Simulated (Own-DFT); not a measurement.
# Bulk modulus against bond length in tetrahedral crystals

Calculated, not measured: single-point runs of Own-DFT, a retired in-house plane-wave DFT program that no person has reviewed, on unrelaxed cells, without spin or spin-orbit coupling.

Keep in mind (not all hold for every row): forces on such cells moved up to 12 meV/angstrom on a denser k mesh; forces not confirmed at this smearing and k mesh; k mesh not checked against a denser one; forces on such cells passed a denser k mesh, each cell not checked; stress not checked against mesh or cutoff.

All runs are PBE with PseudoDojo norm-conserving files; cutoff and k mesh are each material's own. Every cell starts from measured lattice constants and was given uniform random strains and small random moves of its atoms. Each triple is the change of volume in per cent, the rms move u in Å and the pressure in GPa.

- 2H SiC (C36Si36), 10.36 Å³/atom unstrained: (-3.17, 0.052, 13.90); (-1.71, 0.049, 9.04); (-1.36, 0.045, 8.47); (0.17, 0.055, 5.02); (1.06, 0.051, 3.86); (2.41, 0.049, -0.26); (2.43, 0.049, 0.36)
- wurtzite AlN (Al64N64), 10.45 Å³/atom unstrained: (-3.07, 0.049, 12.47); (-2.70, 0.051, 11.98); (-2.69, 0.051, 12.43); (-0.30, 0.049, 6.92); (2.23, 0.049, 1.23); (3.33, 0.050, -0.54); (3.87, 0.052, -1.67)
- wurtzite GaN (Ga36N36), 11.42 Å³/atom unstrained: (-1.68, 0.050, 10.57); (-1.37, 0.047, 9.57); (0.86, 0.047, 5.68); (0.95, 0.053, 5.14); (1.05, 0.053, 5.36); (2.06, 0.047, 3.24); (2.19, 0.052, 3.34)
- diamond silicon (Si64), 20.02 Å³/atom unstrained: withheld
- zincblende GaAs (As32Ga32), 22.58 Å³/atom unstrained: (-1.32, 0.046, 5.27); (-1.14, 0.046, 4.88); (-0.87, 0.049, 4.70); (0.00, 0.048, 3.99); (0.01, 0.057, 4.31); (1.26, 0.049, 3.09); (2.30, 0.050, 2.28)
- grey tin (Sn64), 34.15 Å³/atom unstrained: (-3.35, 0.050, 5.71); (-3.18, 0.053, 5.62); (-1.73, 0.044, 4.51); (0.30, 0.048, 3.49); (0.55, 0.050, 3.61); (0.75, 0.052, 3.26); (1.89, 0.049, 2.65)

## Analysis

Fit a line to each set against the fractional change of volume; B is minus its slope, and u is nearly the same within a set. To take it to zero pressure, assume that B rises by 4 GPa for each GPa: B0 = B - 4 x (mean pressure). The bond length of an ideal tetrahedral crystal with the unstrained volume v is d = (√3/4)(8 v)^(1/3). Cohen's empirical rule reads B0 = (1971 - 220 L) d^(-3.5) GPa, with L = 0 for group IV crystals and SiC and 1 for III-V compounds.

| material | L | d (Å) | B (GPa) | mean P (GPa) | B0 (GPa) | rule (GPa) |
|---|---|---|---|---|---|---|
| 2H SiC (C36Si36) | 0 | 1.888 | 234 ± 12 | 5.8 | 211 ± 12 | 213 |
| wurtzite AlN (Al64N64) | 1 | 1.893 | 211 ± 4 | 6.1 | 186 ± 4 | 188 |
| wurtzite GaN (Ga36N36) | 1 | 1.950 | 186 ± 6 | 6.1 | 162 ± 6 | 169 |
| diamond silicon (Si64) | 0 | 2.352 | ? | ? | ? | 99 |
| zincblende GaAs (As32Ga32) | 1 | 2.448 | 79 ± 4 | 4.1 | 62 ± 4 | 76 |
| grey tin (Sn64) | 0 | 2.810 | 57 ± 3 | 4.1 | 41 ± 3 | 53 |

A line through ln[B0/(1971 - 220 L)] against ln d has a slope of -4.2 ± 0.03 and a scatter of 1 %. Against the rule, B0 stands at 99 % for 2H SiC, 99 % for wurtzite AlN, 96 % for wurtzite GaN, 82 % for zincblende GaAs, 77 % for grey tin. PBE tends to make silicon and heavier crystals too soft, and the rule itself is only a guide.

## Check

Asked: what B0 does the fitted trend give for diamond silicon (Si64)?

The line gives 84 GPa. Its own runs give B = 93 ± 2 GPa at a mean pressure of 2.3 GPa, so B0 = 84 GPa.
